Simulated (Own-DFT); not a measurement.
## Calculated data, Al₃GaN₄ (wurtzite random alloy, strained, atoms displaced)

Computed with Own-DFT development build. A calculation, not a measurement: plane-wave PBE density functional theory by an unreviewed code, no spin, of a simulated periodic cell, stress positive in tension, free energy of the whole cell less one offset for each atom, forces on such cells passed a denser k mesh, this cell's mesh not checked; offsets are fitted by least squares, one for each functional and potential file, so energies compare only between cells with the same atoms and settings and are not formation energies; the far tail of each file's local potential was reset to the Coulomb form; each entry is a single point on an unrelaxed cell, so the pressure reflects the starting lattice, mostly measured values, from which strain is counted, and rises with the displacements; printed positions are rounded, which can move forces by about a meV/angstrom; the program is a retired in-house code; no spin-orbit coupling.

Settings shared by all entries: functional PBE; potential files PseudoDojo norm-conserving, scalar-relativistic, standard set with the stringent files for Ga; wave cutoff 96 hartree; occupations Gaussian; smearing width 0.01 eV; k mesh 4 x 4 x 3 centred on Gamma.

(1) 
```xyz
72
Lattice="9.4172 0.0000 0.0000 -4.7086 8.1556 0.0000 0.0000 0.0000 10.0655" Properties=species:S:1:pos:R:3:force_x:R:1:force_y:R:1:force_z:R:1 formula=Al3GaN4 free_energy_of_cell_above_offsets=-23.146 pressure=5.04 stress_xx=-3.78 stress_yy=-3.88 stress_zz=-7.47 stress_yz=0.07 stress_xz=-0.19 stress_xy=-1.07
Al    -0.0754     1.8677     0.0051      0.191      -1.32        0.3
Ga     1.5687     0.9272     2.5051     -0.702     -0.667      0.395
N     -0.0688     1.7988     1.9255      0.188      1.179     -0.942
N      1.6031     0.8880     4.4382     -0.764     -0.846      0.231
Ga    -0.0209     1.8231     5.0412      0.482     -1.455      0.085
Al     1.5777     0.8964     7.6563     -0.043      0.134     -1.849
N      0.0345     1.8326     6.9765     -1.007     -1.131      1.195
N      1.4697     0.8017     9.5110      0.917      2.115     -0.104
Al    -1.6104     4.5815    10.0611      0.158     -0.534        0.2
Al    -0.0550     3.5930     2.5124      1.364      0.091     -0.028
N     -1.6160     4.4780     1.9713      0.645     -0.838     -1.557
N      0.0192     3.5668     4.4167     -0.522      2.437      0.091
Al    -1.6006     4.4692     5.0547      0.646      0.611     -0.836
Al    -0.0590     3.6044     7.5782      0.439      0.211     -0.215
N     -1.6561     4.5344     6.9653      1.066     -1.299     -1.031
N     -0.0327     3.6504     9.5053      0.184      -0.01     -0.737
Al    -3.1949     7.2080     0.0036      0.401     -0.395      0.915
Ga    -1.4725     6.2496     2.5000     -2.184      1.485     -0.057
N     -3.1645     7.2452     1.9615      1.362     -0.424     -1.722
N     -1.5653     6.3416     4.3803      0.403     -0.731      2.057
Al    -3.1393     7.1926     5.0636      0.389      1.296     -1.924
Ga    -1.5811     6.3532     7.4165      0.865      0.297      1.807
N     -3.1122     7.2551     6.8856     -2.258      0.323      0.835
N     -1.5826     6.3601     9.4798     -0.226     -0.084      0.143
Al     3.0916     1.7554     0.0033      0.752      0.395     -0.386
Al     4.7075     0.9232     2.5355      -0.79      0.445     -0.905
N      3.0569     1.9106     1.8781      1.857     -2.056     -0.119
N      4.7457     0.9413     4.3891      -0.64     -0.902     -0.164
Ga     3.1273     1.8641     4.9968      0.064     -0.265      0.438
Al     4.6496     0.9166     7.4934      1.312     -0.477      0.877
N      3.1572     1.7805     6.9229     -1.042       1.07      1.745
N      4.7851     0.8608     9.4572     -2.311      0.209          0
Al     1.5634     4.4688     0.0222      0.225      1.192     -0.325
Al     3.1404     3.5855     2.5147     -0.334      2.189     -0.178
N      1.5600     4.4898     1.8617     -0.747      0.217      1.193
N      3.0910     3.7102     4.4215      1.736     -0.043     -0.336
Al     1.6062     4.5214     5.1022     -1.223       0.22     -2.028
Al     3.1551     3.7260     7.6096     -0.956     -2.837      0.493
N      1.6035     4.4185     6.8934     -1.194      1.709      2.221
N      3.2123     3.6794     9.5665     -3.334     -2.393     -2.625
Al    -0.0068     7.2030     0.0147     -0.233      0.819     -0.978
Ga     1.5201     6.4066     2.5408      2.101     -1.356     -1.333
N     -0.0094     7.2716     1.8868       0.03      1.141     -0.177
N      1.5778     6.3636     4.3980     -0.432     -0.811      1.967
Al     0.0301     7.2704     4.9046     -0.841      0.057      1.722
Al     1.5738     6.3345     7.5683     -1.422     -0.664     -0.475
N      0.0263     7.2665     6.9434      0.579     -0.196     -1.354
N      1.5275     6.3912     9.4112      0.676     -1.589      1.182
Al     6.2058     1.8277    10.0624      1.362     -0.122     -0.115
Al     7.8192     0.9770     2.4859      0.202     -1.607     -0.287
N      6.2481     1.8376     1.9455      -0.08     -1.373     -1.329
N      7.7991     0.9153     4.3162      0.644     -0.964      1.906
Ga     6.3072     1.8502     5.0464     -0.251     -1.234      0.711
Al     7.8273     0.7876     7.6408      0.016      1.908     -1.136
N      6.2598     1.7951     6.9855      0.592      0.052      0.362
N      7.8414     0.8616     9.4683     -0.483      0.401      1.119
Ga     4.6977     4.5680    10.0534      2.031      0.279     -0.947
Al     6.3349     3.5240     2.5183      -2.16      2.227     -0.151
N      4.6498     4.4830     1.7758      1.322     -0.478      4.306
N      6.2167     3.5854     4.4011      0.973      1.848      0.119
Al     4.7759     4.5418     5.0724     -1.702     -0.308       -0.7
Al     6.2520     3.6386     7.5674      0.128     -1.292      0.098
N      4.6663     4.4580     7.0094      1.355      1.437      -1.59
N      6.3505     3.5921     9.4087     -0.381      0.189      0.857
Al     3.1030     7.2050     0.0258      0.773      0.391      0.544
Ga     4.7371     6.3074     2.5849      0.109     -0.823     -2.864
N      3.2470     7.2848     2.0257     -2.414      0.566     -2.266
N      4.7541     6.3096     4.3537     -0.731      0.071      5.311
Al     3.0582     7.2557     5.0529      1.397      0.461     -0.986
Al     4.6649     6.2824     7.4575      0.992      0.924      1.272
N      3.0789     7.1911     6.9860      1.131      0.247     -1.381
N      4.7077     6.3497     9.3978     -0.651      0.681     -0.556
```

Units: free_energy_of_cell_above_offsets in eV; pressure, stress_xx, stress_yy, stress_zz, stress_yz, stress_xz, stress_xy in GPa; force_x, force_y, force_z in eV/Å.

(2) 
```xyz
72
Lattice="9.4172 0.0000 0.0000 -4.7086 8.1556 0.0000 0.0000 0.0000 10.0655" Properties=species:S:1:pos:R:3:force_x:R:1:force_y:R:1:force_z:R:1 formula=Al3GaN4 free_energy_of_cell_above_offsets=-22.442 pressure=5.26 stress_xx=-3.98 stress_yy=-3.91 stress_zz=-7.88 stress_yz=-0.24 stress_xz=-0.57 stress_xy=-1.16
Al    -0.0165     1.8484    10.0034      0.495     -0.753      0.948
Al     1.6702     0.9473     2.5615     -1.446     -0.528      -1.41
N      0.0505     1.7325     1.8737      0.392      0.622     -0.265
N      1.5741     0.8193     4.4062     -0.216      1.486      0.528
Al    -0.0004     1.6971     5.1258      0.577      2.048     -1.591
Ga     1.6012     0.9594     7.5434      1.336     -1.999      0.134
N      0.0993     1.7825     6.9716      -3.12      0.644      -0.17
N      1.6458     0.9003     9.4275     -1.088      0.744      1.431
Al    -1.6367     4.4593    10.0451      1.899      1.834      0.263
Ga     0.1134     3.6099     2.4262      -2.49     -1.257      1.667
N     -1.6313     4.5271     1.8893      0.293      0.124     -0.033
N      0.0515     3.5917     4.4399     -0.956     -0.626     -0.144
Al    -1.5838     4.5642     4.9042       0.94     -1.161      1.822
Al     0.1000     3.5797     7.5771     -1.604      1.304      -1.57
N     -1.5581     4.5619     6.9568      0.795     -1.162     -0.751
N     -0.0054     3.6580     9.4407     -0.044     -0.878      0.391
Al    -3.2109     7.2716    10.0464      2.431      0.692      1.068
Al    -1.5547     6.3316     2.4774     -0.522      0.267      0.302
N     -3.1641     7.2812     1.9985      1.674      0.194     -1.931
N     -1.5295     6.3306     4.4340     -1.178       0.79     -0.979
Al    -3.1336     7.2907     5.0517     -0.262     -2.632     -0.738
Al    -1.5524     6.3113     7.5282     -0.136       0.72      -0.42
N     -3.1528     7.2325     6.8961      1.268      0.531      0.557
N     -1.5852     6.3721     9.4480     -1.059     -0.873      0.052
Al     3.1163     1.8861     0.0033       0.91     -0.757     -0.193
Al     4.7160     0.8907     2.6349      0.148      0.499     -2.377
N      3.1838     1.8872     1.8941     -0.302     -1.505        0.3
N      4.7624     0.8426     4.4645     -2.162      1.314     -0.749
Al     3.0506     1.7595     4.9923      1.541       1.64     -0.101
Al     4.6729     0.9146     7.4808      0.597     -0.434      0.397
N      3.1529     1.8691     6.8782      0.705      -1.57     -0.503
N      4.6906     0.8700     9.5263     -0.919        1.3     -2.115
Al     1.5348     4.4351     0.0477      0.742      2.552      -1.45
Al     3.1635     3.6241     2.4393     -1.905      0.339      1.544
N      1.5326     4.5931     1.8754      2.086      0.216       0.01
N      3.1455     3.6295     4.3310     -1.074     -1.287      0.411
Al     1.5869     4.5641     4.9287     -0.138     -1.372      0.891
Ga     3.1054     3.5834     7.5795      0.199      2.173     -2.711
N      1.5263     4.5379     6.8236      0.412       0.08      1.308
N      3.1619     3.6951     9.3710      0.184     -0.396      3.672
Al    -0.0661     7.2621     9.9758      1.307     -0.863      1.524
Al     1.4851     6.3747     2.5444       1.58      0.015     -0.383
N     -0.0071     7.2767     1.9289     -0.628      0.137     -0.406
N      1.5009     6.3200     4.4946      0.807      1.417     -1.677
Al    -0.0463     7.2847     4.9822      0.669     -1.873      0.345
Al     1.5131     6.3159     7.5777      0.166     -0.021     -1.063
N      0.0135     7.2899     6.8047     -0.666     -0.212      2.721
N      1.5491     6.3398     9.4470       0.42     -0.197      0.392
Al     6.1803     1.7535     0.0126      1.737       0.58     -0.067
Ga     7.7800     0.9573     2.6090      1.458     -0.863     -2.169
N      6.2586     1.8224     1.8618     -0.998      0.359      1.532
N      7.8731     0.8992     4.4686      0.173     -0.555      1.034
Ga     6.2690     1.7950     5.0479      0.422      0.821     -2.057
Al     7.8236     0.8483     7.5246      0.211      0.906      0.793
N      6.2914     1.7778     6.8193     -0.152      -0.56       4.46
N      7.8558     0.9331     9.5292     -0.426     -0.417      -1.74
Al     4.8119     4.6285    10.0436     -1.293     -1.341      0.688
Al     6.2777     3.6204     2.5554     -0.982      0.008     -0.695
N      4.5893     4.4816     1.9466      3.665      1.399     -2.224
N      6.2282     3.6436     4.4506      2.065     -0.616     -1.383
Ga     4.7045     4.4945     5.0576     -1.118      0.751     -1.908
Ga     6.2390     3.5989     7.4969      1.196      0.498      0.122
N      4.7345     4.5558     6.8488     -0.998     -0.033      3.493
N      6.3286     3.6139     9.4799     -2.285     -0.883     -0.273
Al     3.3111     7.2452    10.0196     -5.013      1.402      1.978
Ga     4.6980     6.3803     2.5426     -0.211     -0.952      0.579
N      3.1575     7.2227     1.9218      -1.76      0.513     -0.776
N      4.6890     6.3116     4.4446      0.094      1.646      0.985
Al     3.0997     7.2501     5.0390      0.202      -1.11     -0.301
Ga     4.6991     6.4097     7.5703     -0.045     -1.066     -2.333
N      3.0879     7.2383     6.9336      -0.35      0.333      0.148
N      4.7144     6.4357     9.4134      1.749     -2.148       1.17
```

Units: free_energy_of_cell_above_offsets in eV; pressure, stress_xx, stress_yy, stress_zz, stress_yz, stress_xz, stress_xy in GPa; force_x, force_y, force_z in eV/Å.

(3) 
```xyz
72
Lattice="9.4172 0.0000 0.0000 -4.7086 8.1556 0.0000 0.0000 0.0000 10.0655" Properties=species:S:1:pos:R:3:force_x:R:1:force_y:R:1:force_z:R:1 formula=Al3GaN4 free_energy_of_cell_above_offsets=-22.936 pressure=5.12 stress_xx=-2.83 stress_yy=-5.03 stress_zz=-7.51 stress_yz=-0.42 stress_xz=-1.38 stress_xy=1.04
Al    -0.0122     1.8509     0.0685      0.328     -1.009     -1.222
Ga     1.5568     0.8694     2.6220      0.445      1.081     -2.635
N     -0.0202     1.8379     1.9061      0.568     -0.458      0.597
N      1.7090     0.8626     4.4180     -2.772     -0.044      2.669
Al     0.1020     1.8532     5.0645     -0.595     -1.046      -0.15
Al     1.5450     0.9017     7.5353      0.935     -0.336      0.073
N      0.0387     1.8966     6.9674     -0.367     -2.129     -0.756
N      1.4982     0.8545     9.4453      0.871      0.616      0.141
Al    -1.5840     4.4665    10.0643     -0.006      0.619      -1.26
Ga     0.0291     3.6057     2.6043      -1.52      0.048     -1.514
N     -1.5902     4.5415     1.7919      0.498       0.89      2.849
N      0.0390     3.6681     4.4866     -0.602      -0.52      0.541
Al    -1.5931     4.5195     5.0065      1.094      0.546      1.281
Al    -0.1247     3.5916     7.5611      3.206      0.432      0.748
N     -1.5058     4.4905     6.9795      -2.01      1.173     -2.032
N     -0.0613     3.5818     9.4253      1.008      0.787       0.86
Al    -3.1673     7.2113    10.0139       0.99      0.755      1.068
Al    -1.5058     6.3946     2.4827     -0.829      -1.07       0.11
N     -3.0725     7.2711     1.9710     -0.616      -1.39      -1.46
N     -1.6039     6.3380     4.4758       1.76     -1.291     -1.893
Al    -3.0857     7.1682     5.0112     -1.064      1.718       0.66
Al    -1.6136     6.2638     7.5260      0.902      1.192      0.192
N     -3.0697     7.2332     6.8701     -1.637      -0.03      1.322
N     -1.5613     6.3024     9.4461     -0.397      0.142      0.285
Al     3.1355     1.8032    10.0314     -0.262      -0.82      1.023
Al     4.7366     0.8925     2.5193     -0.234      1.463     -0.054
N      3.1574     1.7905     1.9311      0.217      0.582     -0.391
N      4.6418     0.9411     4.4049      2.163     -0.875     -0.012
Ga     3.1182     1.8912     5.1082      1.077     -2.007     -0.454
Ga     4.7553     0.8271     7.6191     -0.648      1.139      -2.04
N      3.1944     1.7934     6.9373     -1.219      0.545      2.278
N      4.7439     0.9255     9.4210     -0.464     -0.784      3.297
Al     1.5309     4.6013     0.0059      0.206     -2.345     -0.944
Al     3.1152     3.6133     2.6502      0.613     -0.728     -2.469
N      1.5411     4.5048     1.9067       1.26     -0.793      -0.35
N      3.1910     3.6075     4.5078      -0.94      2.694      -1.14
Al     1.5500     4.5403     5.0423      1.335      0.762      1.441
Al     3.1041     3.5897     7.5812       1.18     -0.436      0.458
N      1.6944     4.5161     6.9827     -2.706      1.246     -0.597
N      3.1644     3.5514     9.5164     -0.612      2.079     -0.958
Al    -0.0692     7.2273     0.0484      0.599      0.793     -1.676
Ga     1.5013     6.2617     2.4484      2.093      1.095      1.675
N      0.1038     7.2904     1.8924     -2.487       0.07      0.006
N      1.5924     6.3628     4.4396     -0.365     -0.441      0.224
Al    -0.0396     7.2319     4.9539       0.54      1.158      1.456
Al     1.5858     6.4358     7.5426     -1.145     -1.729     -0.425
N     -0.0602     7.2735     6.9334      0.924       -2.5     -0.808
N      1.5566     6.3592     9.4562     -0.752     -0.155      0.315
Al     6.3366     1.7888    10.0053     -0.573      0.616      0.791
Ga     7.8365     0.8433     2.4890      0.086       3.09      1.161
N      6.3070     1.8189     1.9240     -1.088      0.087     -0.702
N      7.8985     0.9391     4.4668       0.48     -0.508      0.642
Al     6.3160     1.8006     5.0139     -0.813     -0.264      0.538
Al     7.8875     0.8512     7.5451      0.146      1.229      0.523
N      6.3078     1.7607     6.9788       0.77      0.428     -1.187
N      7.8869     0.8552     9.5086     -0.231     -0.218     -0.581
Al     4.7279     4.5783    10.0198     -0.107     -1.827      0.396
Ga     6.2300     3.6770     2.6338      0.328     -0.428     -3.422
N      4.6387     4.5040     1.8305     -0.318      0.522      1.418
N      6.3063     3.6871     4.4440     -0.908     -0.903      2.312
Al     4.6978     4.5592     5.0710       0.38     -0.228      0.173
Ga     6.1904     3.6634     7.5408      1.293     -1.098     -0.627
N      4.6929     4.6135     6.9390     -1.079      -1.27     -0.168
N      6.3012     3.6351     9.3928     -0.677     -0.348      2.003
Al     3.0625     7.1638     0.0272       1.95      1.702      0.024
Ga     4.6412     6.3593     2.5831      1.788     -0.886     -0.999
N      3.1712     7.3119     1.9618       -1.2     -3.269     -2.138
N      4.7312     6.3302     4.4868     -0.287      0.059      0.276
Al     3.1777     7.2215     5.0278     -0.426      0.964      0.569
Al     4.6240     6.2924     7.6147      1.891      1.293     -1.407
N      3.1707     7.2234     7.0112     -0.355      0.629     -1.192
N      4.7569     6.3304     9.4190     -1.615     -0.065      1.264
```

Units: free_energy_of_cell_above_offsets in eV; pressure, stress_xx, stress_yy, stress_zz, stress_yz, stress_xz, stress_xy in GPa; force_x, force_y, force_z in eV/Å.
